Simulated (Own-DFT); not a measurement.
# Computed records: Si3N4 (beta silicon nitride, atoms displaced), GaP (zincblende, atoms displaced), SiC (4H silicon carbide, atoms displaced)

Computed with Own-DFT development build. A calculation, not a measurement: plane-wave PBE density functional theory by an unreviewed code, no spin, of a simulated periodic cell, stress positive in tension, free energy of the whole cell less one offset for each atom, forces on such cells passed a denser k mesh, this cell's mesh not checked; offsets are fitted by least squares, one for each functional and potential file, so energies compare only between cells with the same atoms and settings and are not formation energies; the far tail of each file's local potential was reset to the Coulomb form; each entry is a single point on an unrelaxed cell, so the pressure reflects the starting lattice, mostly measured values (interpolated for alloys), from which strain is counted, and rises with the displacements; printed positions are rounded, which can move forces by about a meV/angstrom; the program, named Own-DFT, is a retired in-house code; no spin-orbit coupling; before rounding, a Quantum ESPRESSO 7.3.1 run of the same cell and cutoff gave forces within 1 meV/angstrom rms on each cell, which checks the program and not the settings.

Common to all runs: functional PBE; potential files PseudoDojo norm-conserving, scalar-relativistic, standard set; wave cutoff 42 hartree; occupations Fermi-Dirac; smearing width 0.1 eV.

(1) Si3N4 (beta silicon nitride, atoms displaced)

```
Si3N4
1.0
      7.6060     0.0000     0.0000
     -3.8030     6.5870     0.0000
      0.0000     0.0000     8.7270
Si N Si N Si N
6 8 6 8 6 8
Direct
  0.17509 0.76727 0.08742
  0.23158 0.40601 0.08026
  0.59552 0.82683 0.08482
  0.82672 0.22963 0.25180
  0.76810 0.59724 0.24808
  0.40521 0.17535 0.24996
  0.33207 0.03203 0.08026
  0.97414 0.29977 0.08420
  0.70279 0.67082 0.08297
  0.67295 0.97196 0.25003
  0.02923 0.70190 0.25404
  0.30149 0.33030 0.25231
  0.33209 0.66261 0.08173
  0.66283 0.32840 0.25043
  0.17488 0.76901 0.41433
  0.22900 0.40021 0.41699
  0.59251 0.82699 0.41448
  0.82399 0.22731 0.58595
  0.77346 0.59815 0.58076
  0.40940 0.17785 0.58383
  0.33721 0.03343 0.41726
  0.97010 0.30364 0.41658
  0.69507 0.66766 0.41264
  0.66756 0.97100 0.58194
  0.03610 0.70332 0.58027
  0.30576 0.33549 0.58546
  0.33417 0.66771 0.41010
  0.66490 0.33272 0.58411
  0.17120 0.77046 0.75091
  0.23000 0.40147 0.74622
  0.59255 0.82192 0.75194
  0.82532 0.23203 0.91775
  0.77026 0.59523 0.91563
  0.40425 0.16903 0.91666
  0.33351 0.03395 0.74964
  0.96673 0.30376 0.75049
  0.70009 0.66710 0.74927
  0.66930 0.97026 0.91789
  0.02619 0.69332 0.91223
  0.30171 0.33510 0.91188
  0.33627 0.66851 0.74667
  0.66795 0.33411 0.91529
```

| Item | Value |
| --- | --- |
| k mesh | 3 x 3 x 3 centred on Gamma |
| free energy of cell above offsets | -7.517 eV |
| pressure | 5.38 GPa |
| stress xx | -5.59 GPa |
| stress yy | -4.47 GPa |
| stress zz | -6.08 GPa |
| stress yz | 0.09 GPa |
| stress xz | 0.34 GPa |
| stress xy | -1.12 GPa |

Force:
```tsv
element	x (eV/Å)	y (eV/Å)	z (eV/Å)
Si	-0.231	-0.18	-1.23
Si	0.787	-0.392	0.471
Si	-0.206	-0.311	-0.358
Si	-0.534	0.864	-0.539
Si	0.244	-1.485	0.46
Si	0.349	-0.202	0.052
N	-0.324	-1.158	1.17
N	-1.003	-0.463	0.006
N	-0.356	0.34	-0.426
N	-0.002	-0.544	-0.228
N	-0.103	0.021	-1.286
N	-0.397	-0.047	-1.043
N	0	1.254	0.171
N	0.817	1.372	-0.223
Si	1.012	0.598	0.769
Si	-0.017	1.452	0.003
Si	-0.03	-0.257	0.52
Si	-0.724	0.97	-0.692
Si	-0.338	-0.772	-0.092
Si	0.035	-0.347	-0.193
N	-0.499	-0.636	-0.178
N	0.08	-0.404	0.678
N	0.395	0.241	0.82
N	0.377	-0.931	0.478
N	-0.959	-0.213	0.469
N	-0.111	-0.626	-1.18
N	-0.191	-0.697	0.235
N	0.996	0.94	-0.114
Si	1.644	-0.039	-0.82
Si	-0.955	1.495	0.868
Si	0.048	0.588	-0.66
Si	0.009	0.208	0.168
Si	-0.543	-0.835	-0.085
Si	-0.045	1.985	-0.625
N	-0.358	-0.958	-0.086
N	0.95	-0.115	-0.066
N	-0.087	0.562	-0.243
N	0.157	-0.189	-0.079
N	0.853	0.866	1.702
N	0.861	-0.988	0.922
N	-1.141	-0.671	0.168
N	-0.459	-0.294	0.315
```

(2) GaP (zincblende, atoms displaced)

```
GaP
1.0
     10.9010     0.0000     0.0000
      0.0000    10.9010     0.0000
      0.0000     0.0000    10.9010
Ga P Ga P Ga P Ga P Ga P Ga P Ga P Ga P
4 4 4 4 4 4 4 4 4 4 4 4 4 4 4 4
Direct
  0.00424 0.00817 0.00572
  0.00822 0.25339 0.24945
  0.23681 0.00827 0.25220
  0.24071 0.24965 0.00583
  0.11106 0.12152 0.13676
  0.12141 0.38780 0.37616
  0.37172 0.13297 0.37391
  0.37348 0.38707 0.13094
  0.99592 0.01320 0.50691
  0.00239 0.27575 0.76366
  0.23792 0.00386 0.74787
  0.25219 0.25038 0.49142
  0.12920 0.12433 0.62538
  0.13124 0.36403 0.87695
  0.38628 0.12799 0.86121
  0.38530 0.39684 0.64254
  0.01046 0.50054 0.00566
  0.01289 0.73965 0.25450
  0.25700 0.49660 0.24989
  0.24949 0.76787 0.00013
  0.11989 0.63746 0.13854
  0.11988 0.87242 0.37661
  0.36354 0.63517 0.38589
  0.36875 0.88002 0.13820
  0.01157 0.48561 0.51458
  0.00067 0.75081 0.75350
  0.24830 0.49144 0.75668
  0.24769 0.75082 0.49505
  0.12253 0.62580 0.61045
  0.11471 0.89802 0.86120
  0.37126 0.62758 0.86325
  0.38543 0.87925 0.61834
  0.50995 0.00153 0.00104
  0.49611 0.25728 0.24712
  0.73388 0.99417 0.24744
  0.75151 0.25080 0.98186
  0.63578 0.12728 0.12411
  0.63711 0.36852 0.38306
  0.90228 0.12623 0.37161
  0.88109 0.37664 0.14423
  0.51444 0.99063 0.48674
  0.51223 0.26135 0.74623
  0.73134 0.99799 0.75228
  0.74933 0.23319 0.49435
  0.62793 0.09754 0.61790
  0.64224 0.38152 0.87473
  0.87845 0.12551 0.87209
  0.87340 0.40295 0.62163
  0.51116 0.48365 0.99481
  0.52192 0.73989 0.24670
  0.74982 0.50591 0.24712
  0.75698 0.74958 0.99927
  0.60416 0.61794 0.11926
  0.62264 0.86642 0.36275
  0.86243 0.62016 0.36490
  0.86199 0.89639 0.14312
  0.51327 0.49766 0.48972
  0.51252 0.76149 0.74635
  0.73557 0.49978 0.75511
  0.75842 0.75034 0.49574
  0.61659 0.60485 0.63036
  0.63537 0.87664 0.87369
  0.87942 0.61382 0.86974
  0.88348 0.89066 0.62479
```

| Quantity | Value |
| --- | --- |
| k mesh | 3 x 3 x 3 centred on Gamma |
| free energy of cell above offsets | -23.403 eV |
| pressure | 5.26 GPa |
| stress xx | -5.04 GPa |
| stress yy | -5.05 GPa |
| stress zz | -5.68 GPa |
| stress yz | -0.64 GPa |
| stress xz | 0.77 GPa |
| stress xy | 0.47 GPa |

Force:
```tsv
element	x (eV/Å)	y (eV/Å)	z (eV/Å)
Ga	-1.873	-0.679	-0.343
Ga	-0.233	1.142	1.023
Ga	1.088	-0.918	0.921
Ga	1.734	-1.266	0.603
P	1.75	0.992	-1.477
P	1.336	-1.646	-0.76
P	1.072	-1.137	-0.567
P	0.529	-1.772	-1.829
Ga	1.538	-0.996	-0.11
Ga	-2.373	-2.295	-2.835
Ga	3.033	0.549	-0.922
Ga	-0.306	1.124	1.667
P	-0.594	2.138	-0.349
P	0.69	2.491	1.691
P	-0.679	-0.079	1.416
P	0.391	-1.957	-2.51
Ga	-0.493	-0.144	0.469
Ga	-3.789	2.36	2.096
Ga	-1.109	2.243	1.36
Ga	-0.146	-0.632	-0.426
P	2.979	-2.43	-3.635
P	0.045	0.975	0.589
P	3.016	-2.147	-2.255
P	1.265	0.15	-0.737
Ga	-0.379	2.009	-1.866
Ga	-0.162	-0.103	-1.032
Ga	-0.71	1.673	-0.327
Ga	-0.296	1.635	1.464
P	0.591	0.467	2.294
P	-0.151	-2.369	2.269
P	0.526	0.566	1.467
P	-1.192	-0.14	0.263
Ga	-1.187	0	0.152
Ga	0.756	-0.486	0.313
Ga	0.152	2.189	1.685
Ga	1.482	-0.625	2.407
P	-1.296	1.314	-0.415
P	-0.855	0.12	-1.618
P	-3.309	0.153	-0.273
P	-0.658	0.082	-2.587
Ga	-2.299	0.244	-0.304
Ga	-0.35	-0.864	-0.401
Ga	3.582	0.181	-0.056
Ga	1.569	-0.056	0.732
P	-0.551	3.599	-0.478
P	-1.969	-2.075	0.659
P	-0.142	0.235	-0.656
P	-1.724	-3.501	1.759
Ga	-2.334	1.216	-0.442
Ga	-4.013	0.592	0.755
Ga	-1.26	-0.861	-0.596
Ga	0.333	-0.073	0.722
P	3.101	-0.615	-1.12
P	1.132	0.196	1.593
P	2.265	0.957	1.505
P	3.225	-3.329	-2.894
Ga	-1.993	0.202	0.175
Ga	-1.02	-1.163	-0.364
Ga	2.693	1.658	-1.443
Ga	-0.167	-0.078	0.921
P	0.686	3.229	-0.577
P	-1.137	-1.358	1.629
P	-0.118	0.866	0.841
P	-1.695	-1.752	0.765
```

(3) SiC (4H silicon carbide, atoms displaced)

```
SiC
1.0
      6.1654     0.0000     0.0000
     -3.0827     5.3394     0.0000
      0.0000     0.0000    10.0681
Si C Si C Si C Si C Si C Si C Si C Si C
2 2 2 2 2 2 2 2 2 2 2 2 2 2 2 2
Direct
  0.00257 0.00472 0.40708
  0.16650 0.33508 0.15942
  0.99570 0.00187 0.09717
  0.17151 0.33401 0.34399
  0.00189 0.50283 0.40245
  0.16866 0.84227 0.15724
  0.00068 0.50427 0.09386
  0.16053 0.83730 0.34377
  0.50282 0.00599 0.40695
  0.66764 0.33418 0.15972
  0.50737 0.99627 0.09356
  0.67357 0.33137 0.34601
  0.49452 0.49949 0.40198
  0.66904 0.83933 0.16119
  0.50544 0.50794 0.10020
  0.65561 0.82998 0.34392
  0.00308 0.00294 0.91551
  0.83196 0.66399 0.65258
  0.01119 0.00270 0.59805
  0.82529 0.66466 0.84352
  0.99871 0.49908 0.90477
  0.83761 0.16459 0.65281
  0.00510 0.49964 0.59098
  0.82962 0.16539 0.84040
  0.50423 0.00200 0.90664
  0.32984 0.67401 0.65623
  0.49149 0.99507 0.59956
  0.33502 0.67566 0.84745
  0.49587 0.50538 0.90368
  0.34138 0.17425 0.65196
  0.49570 0.49573 0.59252
  0.32663 0.16142 0.84220
```

| Quantity | Value |
| --- | --- |
| k mesh | 5 x 5 x 3 centred on Gamma |
| free energy of cell above offsets | -4.828 eV |
| pressure | 3.55 GPa |
| stress xx | -3.03 GPa |
| stress yy | -3.89 GPa |
| stress zz | -3.74 GPa |
| stress yz | 0.62 GPa |
| stress xz | 0.01 GPa |
| stress xy | -0.33 GPa |

Force:
```tsv
element	x (eV/Å)	y (eV/Å)	z (eV/Å)
Si	-0.68	-0.555	0.495
Si	0.099	0.669	-0.894
C	0.635	0.457	0.456
C	-1.095	-0.212	0.042
Si	0.469	0.202	0.699
Si	0.592	-0.756	-0.433
C	0.09	-0.074	0.322
C	0.966	0.085	0.08
Si	-0.585	-0.974	0.565
Si	0.18	0.012	-1.012
C	-1.457	1.045	0.31
C	-1.085	0.461	-0.09
Si	1.195	0.085	1.023
Si	-0.004	-0.808	-0.66
C	-0.25	-0.793	-0.905
C	0.99	0.839	0.928
Si	-0.651	-0.467	-2.529
Si	0.098	0.202	0.779
C	-1.083	-0.491	-1.522
C	0.72	0.434	0.154
Si	-0.599	0.128	0.107
Si	-0.316	0.02	0.71
C	-0.794	-0.16	-0.099
C	0.877	0.305	0.803
Si	-0.643	0.621	-0.139
Si	0.927	-1.339	0.692
C	1.31	1.261	-1.834
C	-0.302	-0.881	-0.857
Si	0.619	-0.903	0.889
Si	-0.532	-0.762	1.69
C	-0.051	1.444	-0.567
C	0.358	0.905	0.798
```

(4) SiC (4H silicon carbide, atoms displaced)

```
SiC
1.0
      6.1654     0.0000     0.0000
     -3.0827     5.3394     0.0000
      0.0000     0.0000    10.0681
Si C Si C Si C Si C Si C Si C Si C Si C
2 2 2 2 2 2 2 2 2 2 2 2 2 2 2 2
Direct
  0.99790 0.00431 0.40423
  0.16549 0.32796 0.15352
  0.99292 0.99449 0.09135
  0.17037 0.33354 0.34144
  0.00406 0.50090 0.40808
  0.17215 0.82949 0.15577
  0.99572 0.50281 0.09086
  0.16822 0.83564 0.34369
  0.49242 0.00395 0.40232
  0.68353 0.34238 0.15336
  0.50497 0.00890 0.09136
  0.66654 0.34303 0.34274
  0.50201 0.49378 0.40737
  0.67475 0.83268 0.15249
  0.49663 0.49762 0.09256
  0.67499 0.83987 0.34464
  0.00283 0.00180 0.90917
  0.82546 0.66395 0.65663
  0.99926 0.00476 0.59230
  0.83469 0.66929 0.84343
  0.00328 0.50427 0.90864
  0.84052 0.17244 0.65580
  0.00617 0.50302 0.59054
  0.83270 0.16496 0.84040
  0.50447 0.99719 0.90050
  0.32588 0.66288 0.66391
  0.50093 0.99991 0.59378
  0.33373 0.66084 0.84279
  0.50603 0.50592 0.89959
  0.32627 0.15801 0.65541
  0.48869 0.49082 0.59501
  0.33882 0.16691 0.84597
```

| Quantity | Value |
| --- | --- |
| k mesh | 5 x 5 x 3 centred on Gamma |
| free energy of cell above offsets | -4.804 eV |
| pressure | 3.64 GPa |
| stress xx | -3.93 GPa |
| stress yy | -2.07 GPa |
| stress zz | -4.92 GPa |
| stress yz | -0.07 GPa |
| stress xz | 0.53 GPa |
| stress xy | -1.32 GPa |

Force:
```tsv
element	x (eV/Å)	y (eV/Å)	z (eV/Å)
Si	0.595	-0.189	0.297
Si	0.018	0.411	0.193
C	1.489	0.517	0.375
C	-0.397	0.244	0.105
Si	-0.156	0.089	-0.921
Si	-0.476	1.122	-0.07
C	2.095	0.209	0.285
C	-0.566	-0.439	-0.275
Si	1.795	-0.047	0.712
Si	-2.725	-1.054	0.561
C	0.73	-0.871	-0.09
C	1.633	-0.89	-0.139
Si	-1.241	1.668	-0.113
Si	-1.859	-0.379	0.999
C	0.593	0.314	-0.677
C	-1.228	-0.769	-0.433
Si	0.11	0.19	-1.226
Si	0.423	0.254	-0.785
C	0.141	-0.987	-0.001
C	0.592	0.232	-0.001
Si	-0.348	-0.762	-1.193
Si	-0.822	-0.43	-0.587
C	-1.011	-0.002	1.155
C	0.653	0.673	0.882
Si	-0.532	0.473	1.023
Si	0.794	0.583	-2.668
C	-0.061	-0.186	-0.009
C	-0.681	0.533	1.067
Si	0.155	-1.254	1.58
Si	0.459	0.387	0.376
C	0.385	0.572	0.155
C	-0.559	-0.21	-0.577
```

(5) SiC (4H silicon carbide, atoms displaced)

```
SiC
1.0
      6.1654     0.0000     0.0000
     -3.0827     5.3394     0.0000
      0.0000     0.0000    10.0681
Si C Si C Si C Si C Si C Si C Si C Si C
2 2 2 2 2 2 2 2 2 2 2 2 2 2 2 2
Direct
  0.99545 0.99541 0.40414
  0.16578 0.32955 0.15261
  0.00698 0.00406 0.09818
  0.16906 0.34045 0.34099
  0.99892 0.49788 0.40371
  0.16754 0.83363 0.16053
  0.99321 0.50474 0.09144
  0.17394 0.83524 0.34166
  0.50647 0.00551 0.40646
  0.66028 0.33182 0.15519
  0.50687 0.00624 0.09450
  0.65781 0.32616 0.34491
  0.49752 0.51083 0.40361
  0.66408 0.83219 0.15491
  0.49604 0.50199 0.09178
  0.67263 0.83792 0.34472
  0.99712 0.00131 0.90816
  0.83425 0.65766 0.65182
  0.99692 0.00257 0.59798
  0.83290 0.66498 0.84659
  0.99558 0.49552 0.90597
  0.84020 0.16640 0.65858
  0.00275 0.50221 0.60009
  0.84032 0.16772 0.84993
  0.49808 0.99191 0.90669
  0.33435 0.67457 0.65595
  0.50071 0.99468 0.59331
  0.33381 0.66258 0.84663
  0.50325 0.50208 0.90931
  0.33142 0.16758 0.65817
  0.50271 0.50324 0.59587
  0.33440 0.17502 0.84254
```

| Quantity | Value |
| --- | --- |
| k mesh | 5 x 5 x 3 centred on Gamma |
| free energy of cell above offsets | -4.889 eV |
| pressure | 3.67 GPa |
| stress xx | -3.11 GPa |
| stress yy | -4.35 GPa |
| stress zz | -3.56 GPa |
| stress yz | -0.38 GPa |
| stress xz | -0.2 GPa |
| stress xy | 0.33 GPa |

Force:
```tsv
element	x (eV/Å)	y (eV/Å)	z (eV/Å)
Si	1.124	1.235	0.709
Si	-1.086	1.204	0.489
C	-0.578	-0.931	-0.758
C	-0.054	-0.873	0.286
Si	-0.321	0.229	0.495
Si	0.324	-0.014	-1.464
C	0.869	-0.473	0.758
C	-0.621	-0.289	1.44
Si	-0.386	-0.793	0.281
Si	0.477	0.579	0.246
C	-0.655	-0.976	-0.15
C	0.133	1.652	-0.254
Si	0.851	-1.268	0.98
Si	0.485	0.585	0.278
C	0.358	-0.145	0.788
C	-0.699	-0.166	-0.662
Si	1.406	-0.461	0.062
Si	-1.296	1.356	1.65
C	1.172	-0.847	-1.354
C	0.051	0.28	-0.661
Si	0.162	0.95	0.281
Si	-1.13	0.005	0.494
C	0.491	-0.703	-1.767
C	-1.232	-0.521	-1.015
Si	-0.525	1.067	-0.123
Si	1.023	-1.048	0.836
C	-0.316	1.48	0.214
C	-0.447	0.298	-0.384
Si	-0.041	-0.146	-1.156
Si	0.386	0.164	-0.58
C	-0.512	-0.292	-0.944
C	0.587	-1.136	0.983
```

(6) SiC (4H silicon carbide, atoms displaced)

```
SiC
1.0
      6.1654     0.0000     0.0000
     -3.0827     5.3394     0.0000
      0.0000     0.0000    10.0681
Si C Si C Si C Si C Si C Si C Si C Si C
2 2 2 2 2 2 2 2 2 2 2 2 2 2 2 2
Direct
  0.99948 0.00101 0.41002
  0.16366 0.32644 0.15923
  0.99991 0.00401 0.10056
  0.17331 0.34103 0.34604
  0.99865 0.50266 0.40452
  0.17451 0.83571 0.15550
  0.99519 0.48813 0.09453
  0.17063 0.83959 0.33670
  0.49966 0.00075 0.40754
  0.67324 0.33097 0.15536
  0.50463 0.01156 0.09146
  0.66574 0.32635 0.34388
  0.50151 0.50360 0.40461
  0.66542 0.84137 0.16111
  0.49900 0.50376 0.09287
  0.66596 0.83107 0.34201
  0.00579 0.00142 0.90508
  0.83351 0.65762 0.65626
  0.99486 0.00036 0.59833
  0.82107 0.66303 0.84667
  0.99090 0.49197 0.91069
  0.83785 0.16987 0.65583
  0.00220 0.49659 0.58920
  0.82690 0.15313 0.84193
  0.50169 0.99610 0.90965
  0.33906 0.67066 0.65722
  0.49572 0.99747 0.59686
  0.33647 0.67165 0.84577
  0.50879 0.50805 0.90837
  0.32402 0.16054 0.65546
  0.49406 0.50584 0.59295
  0.33191 0.15732 0.83694
```

| Quantity | Value |
| --- | --- |
| k mesh | 5 x 5 x 3 centred on Gamma |
| free energy of cell above offsets | -4.645 eV |
| pressure | 3.82 GPa |
| stress xx | -3.11 GPa |
| stress yy | -2.5 GPa |
| stress zz | -5.86 GPa |
| stress yz | 0.1 GPa |
| stress xz | 0.64 GPa |
| stress xy | -0.71 GPa |

Force:
```tsv
element	x (eV/Å)	y (eV/Å)	z (eV/Å)
Si	0.167	0.295	-0.833
Si	0.587	1.087	-0.163
C	0.5	-1.061	-1.516
C	-0.618	-0.815	-0.005
Si	0.508	0.131	-0.472
Si	-1.069	-0.311	-0.733
C	0.525	1.419	0.244
C	-0.166	-0.479	2.114
Si	0.078	-0.532	0.161
Si	-1.733	1.032	0.509
C	0.194	-1.301	0.625
C	-0.257	0.89	0.049
Si	0.31	-0.455	0.365
Si	0.618	-0.833	-1.493
C	0.45	-0.121	0.866
C	-0.089	0.718	1.268
Si	-0.335	-0.248	0.595
Si	-1.004	0.428	0.182
C	0.593	-1.007	-1.054
C	2.448	0.45	-0.53
Si	0.633	0.213	-1.275
Si	-1.054	-0.504	0.212
C	-0.216	0.628	0.941
C	0.219	1.46	0.586
Si	-0.568	0.363	-1.485
Si	-0.836	-0.201	0.379
C	0.224	0.711	-1.01
C	-0.56	-1.254	0.205
Si	-1.878	-1.714	-0.304
Si	0.692	0.969	-0.378
C	1.598	-1.009	-0.125
C	0.038	1.05	2.075
```

(7) SiC (4H silicon carbide, atoms displaced)

```
SiC
1.0
      6.1654     0.0000     0.0000
     -3.0827     5.3394     0.0000
      0.0000     0.0000    10.0681
Si C Si C Si C Si C Si C Si C Si C Si C
2 2 2 2 2 2 2 2 2 2 2 2 2 2 2 2
Direct
  0.99860 0.99687 0.40573
  0.15920 0.33307 0.15801
  0.99942 0.99755 0.09459
  0.17101 0.33103 0.34705
  0.00625 0.50665 0.40823
  0.16274 0.82698 0.15916
  0.98951 0.48738 0.09725
  0.15402 0.83397 0.34212
  0.51213 0.00596 0.40605
  0.66066 0.33906 0.15307
  0.50183 0.99921 0.09685
  0.65455 0.33125 0.34342
  0.49881 0.50208 0.41082
  0.66565 0.83639 0.15560
  0.50886 0.50626 0.09793
  0.68121 0.83622 0.34432
  0.00761 0.00030 0.90281
  0.83425 0.67240 0.65943
  0.00783 0.01126 0.59279
  0.83033 0.66511 0.84273
  0.00347 0.49524 0.90628
  0.83009 0.16212 0.65830
  0.99427 0.49335 0.59310
  0.83501 0.16706 0.84211
  0.50055 0.00307 0.90573
  0.33547 0.66787 0.65716
  0.50974 0.00238 0.58873
  0.33375 0.67373 0.84720
  0.49214 0.50496 0.90477
  0.33266 0.16127 0.65634
  0.49978 0.50541 0.59498
  0.34047 0.16957 0.84303
```

| Item | Value |
| --- | --- |
| k mesh | 5 x 5 x 3 centred on Gamma |
| free energy of cell above offsets | -4.737 eV |
| pressure | 3.71 GPa |
| stress xx | -3.78 GPa |
| stress yy | -2.82 GPa |
| stress zz | -4.52 GPa |
| stress yz | -0.07 GPa |
| stress xz | -0.4 GPa |
| stress xy | 0.74 GPa |

Force:
```tsv
element	x (eV/Å)	y (eV/Å)	z (eV/Å)
Si	0.314	1.169	0.501
Si	1.48	-0.474	0.378
C	0.199	0.323	-0.704
C	-1.042	0.635	-0.284
Si	-0.82	-1.07	-0.694
Si	-0.157	0.351	-0.77
C	0.276	1.306	-1.015
C	2.483	-0.27	0.898
Si	-0.934	-0.62	-1.108
Si	0.837	-1.321	1.506
C	-0.991	0.148	-0.785
C	1.399	0.655	0.192
Si	0.404	0.017	-0.868
Si	0.91	0.041	0.475
C	-2.277	-0.177	-1.615
C	-2.13	-0.489	-0.107
Si	-0.732	-0.311	0.922
Si	0.374	-0.361	-1.174
C	-0.113	-1.336	0.392
C	0.351	0.028	0.841
Si	-1.331	0.399	0.321
Si	0.521	0.873	-0.804
C	0.115	1.1	0.805
C	0.238	-0.369	0.611
Si	0.555	0.236	0.967
Si	-0.74	-0.1	-0.444
C	-1.096	-0.595	1.349
C	-0.123	-0.313	-0.73
Si	1.637	-0.135	0.854
Si	0.444	1.076	-0.628
C	0.546	-0.534	0.622
C	-0.599	0.118	0.097
```

(8) SiC (4H silicon carbide, atoms displaced)

```
SiC
1.0
      6.1654     0.0000     0.0000
     -3.0827     5.3394     0.0000
      0.0000     0.0000    10.0681
Si C Si C Si C Si C Si C Si C Si C Si C
2 2 2 2 2 2 2 2 2 2 2 2 2 2 2 2
Direct
  0.98755 0.98917 0.40567
  0.17263 0.33283 0.15878
  0.00369 0.00189 0.09280
  0.17415 0.33425 0.34382
  0.00418 0.50358 0.40446
  0.16966 0.83856 0.15989
  0.00919 0.50483 0.09646
  0.17550 0.83635 0.33704
  0.50102 0.00210 0.40436
  0.66787 0.34129 0.15316
  0.49876 0.99425 0.09387
  0.66352 0.33541 0.34790
  0.49707 0.48972 0.40924
  0.67186 0.83283 0.15151
  0.49434 0.49923 0.09178
  0.66998 0.83309 0.34424
  0.99863 0.99953 0.90336
  0.83413 0.67341 0.65840
  0.99990 0.00425 0.59244
  0.84055 0.66365 0.84096
  0.99615 0.49547 0.90790
  0.83073 0.15940 0.65608
  0.99691 0.48577 0.59558
  0.83134 0.16251 0.84559
  0.51192 0.00354 0.90660
  0.33489 0.67024 0.65272
  0.50012 0.00489 0.59858
  0.33686 0.67311 0.84548
  0.49677 0.50579 0.90496
  0.33722 0.17225 0.65675
  0.50318 0.50028 0.59374
  0.33668 0.17376 0.84162
```

| Item | Value |
| --- | --- |
| k mesh | 5 x 5 x 3 centred on Gamma |
| free energy of cell above offsets | -4.845 eV |
| pressure | 3.64 GPa |
| stress xx | -3.65 GPa |
| stress yy | -2.69 GPa |
| stress zz | -4.59 GPa |
| stress yz | 0.01 GPa |
| stress xz | -0.39 GPa |
| stress xy | -0.29 GPa |

Force:
```tsv
element	x (eV/Å)	y (eV/Å)	z (eV/Å)
Si	1.522	1.391	-0.165
Si	-0.882	-0.002	-0.341
C	0.058	-0.09	-0.193
C	-0.921	-0.756	0.399
Si	0.134	-0.58	0.311
Si	0.362	-0.413	-2.151
C	-0.818	-0.402	-0.235
C	-1.019	-0.247	2.644
Si	0.486	-0.049	0.529
Si	0.663	-0.917	0.646
C	0.118	1.224	-0.019
C	1.125	-0.088	-1.165
Si	-0.319	1.421	-0.297
Si	-0.562	0.141	1.016
C	0.974	0.373	-0.122
C	-0.942	-0.831	-0.414
Si	1.135	-0.036	0.408
Si	0.986	-1.022	-0.976
C	0.698	-0.682	0.115
C	-1.306	0.403	1.131
Si	0.943	0.661	-0.019
Si	-0.256	0.589	0.333
C	-0.52	1.924	-0.62
C	0.687	0.558	-0.508
Si	-2.112	-0.348	0.171
Si	-0.148	-0.662	0.945
C	0.031	-0.625	-1.496
C	-0.366	-0.398	-0.624
Si	0.823	-0.419	-0.339
Si	-0.399	-0.199	0.068
C	-0.317	0.53	0.193
C	0.143	-0.447	0.772
```
